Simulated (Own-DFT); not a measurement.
Simulation results for SiGe (layered order of Si and Ge on the diamond lattice, atoms displaced)

All values are calculated (Own-DFT development build). A calculation, not a measurement: plane-wave density functional theory by an unreviewed code, no spin, of a simulated periodic cell, stress positive in tension, run twice, with PBE and with PBEsol, both on files made for PBE, so the change isn't that of files made for PBEsol, forces on such cells passed a denser k mesh, this cell's mesh not checked; the far tail of each file's local potential was reset to the Coulomb form; each entry is a single point on an unrelaxed cell, so the pressure reflects the starting lattice, mostly measured values (interpolated for alloys), from which strain is counted, and rises with the displacements; printed positions are rounded, which can move forces by about a meV/angstrom; the program, named Own-DFT, is a retired in-house code; no spin-orbit coupling; stress was not checked against mesh or cutoff.

### SiGe (layered order of Si and Ge on the diamond lattice, atoms displaced)

```
CELL_PARAMETERS angstrom
11.08900 0.00000 0.00000
0.00000 11.08900 0.00000
0.00000 0.00000 11.08900
ATOMIC_POSITIONS crystal
Ge 0.00140 0.99634 0.00311
Ge 0.99941 0.25115 0.25117
Ge 0.24747 0.00040 0.24798
Ge 0.25434 0.25497 0.99927
Ge 0.12504 0.13001 0.12847
Ge 0.12255 0.37500 0.37305
Ge 0.37267 0.11891 0.37915
Ge 0.37316 0.37775 0.12291
Si 0.00207 0.99637 0.49981
Si 0.99896 0.24420 0.75078
Si 0.24699 0.00183 0.74807
Si 0.24989 0.25029 0.49851
Si 0.12302 0.11947 0.62704
Si 0.12306 0.37966 0.87423
Si 0.37476 0.11690 0.87279
Si 0.37706 0.37910 0.62385
Ge 0.99867 0.49751 0.99742
Ge 0.99916 0.75201 0.25084
Ge 0.24536 0.50223 0.24622
Ge 0.24730 0.75057 0.99669
Ge 0.12419 0.63043 0.12110
Ge 0.12887 0.88065 0.37318
Ge 0.37314 0.62653 0.37772
Ge 0.37161 0.87298 0.12598
Si 0.99872 0.50073 0.50069
Si 0.00138 0.75153 0.74859
Si 0.24985 0.49938 0.75081
Si 0.25067 0.74541 0.50010
Si 0.12238 0.62490 0.62743
Si 0.12996 0.87334 0.86968
Si 0.37450 0.62139 0.87721
Si 0.37273 0.87300 0.62669
Ge 0.49698 0.00462 0.99822
Ge 0.49885 0.24944 0.25525
Ge 0.75344 0.99798 0.24766
Ge 0.74956 0.25041 0.00089
Ge 0.61915 0.12553 0.12549
Ge 0.62841 0.37354 0.37714
Ge 0.87428 0.12291 0.38003
Ge 0.87356 0.37897 0.12393
Si 0.49999 0.99757 0.49774
Si 0.49685 0.25066 0.75249
Si 0.75136 0.99973 0.74702
Si 0.75147 0.24731 0.49996
Si 0.62792 0.12631 0.62887
Si 0.62532 0.37003 0.88021
Si 0.87756 0.12567 0.87487
Si 0.87589 0.37763 0.62591
Ge 0.49941 0.49653 0.99636
Ge 0.50310 0.75188 0.25068
Ge 0.74844 0.50549 0.25298
Ge 0.74738 0.74312 0.00135
Ge 0.62546 0.62649 0.12483
Ge 0.62893 0.88021 0.37709
Ge 0.87309 0.62317 0.37222
Ge 0.87685 0.87271 0.12276
Si 0.50335 0.49911 0.49450
Si 0.50342 0.74729 0.75125
Si 0.74698 0.49986 0.75181
Si 0.75046 0.75147 0.49682
Si 0.62726 0.62267 0.62961
Si 0.62392 0.87415 0.87516
Si 0.87535 0.62634 0.87572
Si 0.87326 0.87688 0.62345
```

| Item | Value |
| --- | --- |
| functional | PBE, then PBEsol |
| potential files | PseudoDojo norm-conserving, scalar-relativistic, standard set |
| wave cutoff | 42 hartree |
| occupations | Fermi-Dirac |
| smearing width | 0.1 eV |
| k mesh | 3 x 3 x 3 centred on Gamma |
| PBE pressure | 2.9 GPa |
| PBE stress xx | -2.94 GPa |
| PBE stress yy | -2.85 GPa |
| PBE stress zz | -2.93 GPa |
| PBE stress yz | 0.06 GPa |
| PBE stress xz | 0.2 GPa |
| PBE stress xy | 0.27 GPa |
| PBEsol pressure | 0.62 GPa |
| PBEsol stress xx | -0.65 GPa |
| PBEsol stress yy | -0.56 GPa |
| PBEsol stress zz | -0.64 GPa |
| PBEsol stress yz | 0.06 GPa |
| PBEsol stress xz | 0.19 GPa |
| PBEsol stress xy | 0.27 GPa |
| rms change of force components from PBE to PBEsol | 0.044 eV/Å |

Force:
| force element | PBE force x (eV/Å) | PBE force y (eV/Å) | PBE force z (eV/Å) | PBEsol force x (eV/Å) | PBEsol force y (eV/Å) | PBEsol force z (eV/Å) |
| --- | --- | --- | --- | --- | --- | --- |
| Ge | 0.521 | 0.524 | -1.116 | 0.499 | 0.503 | -1.007 |
| Ge | -0.766 | -0.065 | 0.058 | -0.73 | -0.061 | 0.051 |
| Ge | 0.499 | 0.367 | -0.186 | 0.479 | 0.351 | -0.177 |
| Ge | -0.655 | -0.796 | -1.027 | -0.63 | -0.763 | -0.916 |
| Ge | 0.095 | -0.13 | -0.783 | 0.092 | -0.132 | -0.743 |
| Ge | 0.282 | 0.249 | 0.847 | 0.269 | 0.238 | 0.737 |
| Ge | 0.074 | 0.499 | 0.106 | 0.068 | 0.486 | 0.019 |
| Ge | 0.563 | -0.109 | 0.852 | 0.538 | -0.108 | 0.82 |
| Si | -0.216 | 0.205 | 0.647 | -0.209 | 0.197 | 0.535 |
| Si | 0.286 | 0.866 | -0.167 | 0.286 | 0.859 | -0.164 |
| Si | 0.49 | -0.533 | -0.006 | 0.485 | -0.523 | -0.006 |
| Si | -0.147 | -0.056 | 0.954 | -0.147 | -0.06 | 0.851 |
| Si | 0.029 | 0.803 | -0.566 | 0.026 | 0.796 | -0.572 |
| Si | 0.286 | -0.996 | -0.708 | 0.269 | -0.976 | -0.602 |
| Si | -0.511 | 1.302 | -0.592 | -0.488 | 1.275 | -0.483 |
| Si | -0.141 | -0.391 | -0.111 | -0.135 | -0.381 | -0.118 |
| Ge | 0.104 | 0.741 | -0.234 | 0.093 | 0.722 | -0.145 |
| Ge | 0.3 | -0.048 | 0.182 | 0.287 | -0.045 | 0.155 |
| Ge | 0.324 | 0.173 | 0.3 | 0.315 | 0.165 | 0.28 |
| Ge | 0.659 | -0.059 | -0.546 | 0.638 | -0.066 | -0.441 |
| Ge | -0.559 | -0.488 | 0.155 | -0.537 | -0.473 | 0.159 |
| Ge | -0.344 | -1.15 | 0.928 | -0.326 | -1.113 | 0.816 |
| Ge | 0.417 | -0.449 | -0.327 | 0.411 | -0.439 | -0.397 |
| Ge | 0.406 | 0.199 | -0.329 | 0.388 | 0.199 | -0.312 |
| Si | 0.098 | -0.002 | 0.404 | 0.098 | -0.001 | 0.299 |
| Si | -0.452 | 0.062 | 0.09 | -0.452 | 0.066 | 0.095 |
| Si | -0.023 | 0.203 | -0.226 | -0.02 | 0.2 | -0.221 |
| Si | -0.528 | 0.754 | 0.813 | -0.515 | 0.737 | 0.705 |
| Si | 0.272 | -0.126 | -0.311 | 0.269 | -0.127 | -0.309 |
| Si | -0.71 | 0.385 | -0.108 | -0.692 | 0.369 | -0.009 |
| Si | 0.054 | 0.43 | -0.853 | 0.056 | 0.424 | -0.744 |
| Si | 0.368 | -0.105 | -0.165 | 0.362 | -0.102 | -0.161 |
| Ge | 0.207 | -1.178 | -0.125 | 0.212 | -1.145 | -0.038 |
| Ge | -0.467 | 0.195 | -0.228 | -0.446 | 0.184 | -0.234 |
| Ge | -0.215 | 0.512 | -0.153 | -0.213 | 0.49 | -0.143 |
| Ge | 0.235 | -0.504 | -0.205 | 0.229 | -0.487 | -0.121 |
| Ge | 0.699 | 0.07 | 0.232 | 0.676 | 0.071 | 0.227 |
| Ge | 0.036 | -0.141 | 0.189 | 0.033 | -0.135 | 0.103 |
| Ge | 0.366 | 0.009 | -0.142 | 0.356 | 0.006 | -0.22 |
| Ge | -0.138 | -0.281 | 0.489 | -0.13 | -0.274 | 0.475 |
| Si | 0.105 | 0.194 | 1.491 | 0.107 | 0.193 | 1.375 |
| Si | 0.228 | -0.197 | -0.167 | 0.217 | -0.191 | -0.157 |
| Si | -0.04 | 0.027 | 0.656 | -0.038 | 0.025 | 0.656 |
| Si | 0.002 | 0.416 | 1.048 | 0.007 | 0.407 | 0.935 |
| Si | -0.667 | -0.031 | -0.453 | -0.666 | -0.027 | -0.452 |
| Si | -0.154 | 0.356 | -1.274 | -0.146 | 0.348 | -1.155 |
| Si | -0.394 | -0.524 | -0.099 | -0.397 | -0.522 | 0 |
| Si | -0.195 | -0.51 | 0.079 | -0.193 | -0.503 | 0.078 |
| Ge | 0.344 | 0.379 | 0.097 | 0.327 | 0.363 | 0.177 |
| Ge | -0.305 | 0.107 | 0.316 | -0.299 | 0.102 | 0.296 |
| Ge | -0.225 | -0.885 | -0.63 | -0.211 | -0.854 | -0.617 |
| Ge | 0.493 | 1.09 | -0.961 | 0.471 | 1.053 | -0.847 |
| Ge | -0.839 | -0.686 | 0.11 | -0.8 | -0.657 | 0.114 |
| Ge | -0.266 | -0.492 | 0.081 | -0.251 | -0.478 | -0.008 |
| Ge | 0.621 | 0.627 | 1.177 | 0.594 | 0.606 | 1.059 |
| Ge | -0.524 | -0.318 | 0.001 | -0.501 | -0.305 | 0.019 |
| Si | -0.168 | 0.349 | 1.265 | -0.159 | 0.346 | 1.147 |
| Si | -0.627 | 0.112 | 0.057 | -0.623 | 0.108 | 0.062 |
| Si | 0.451 | -0.33 | 0.322 | 0.444 | -0.333 | 0.333 |
| Si | -0.014 | -0.369 | 1.062 | -0.02 | -0.367 | 0.95 |
| Si | -0.199 | 0.274 | -0.946 | -0.196 | 0.272 | -0.947 |
| Si | 0.25 | 0.132 | -0.338 | 0.249 | 0.135 | -0.241 |
| Si | -0.004 | -0.23 | -0.837 | -0.004 | -0.227 | -0.731 |
| Si | 0.329 | -0.429 | -0.086 | 0.324 | -0.423 | -0.09 |
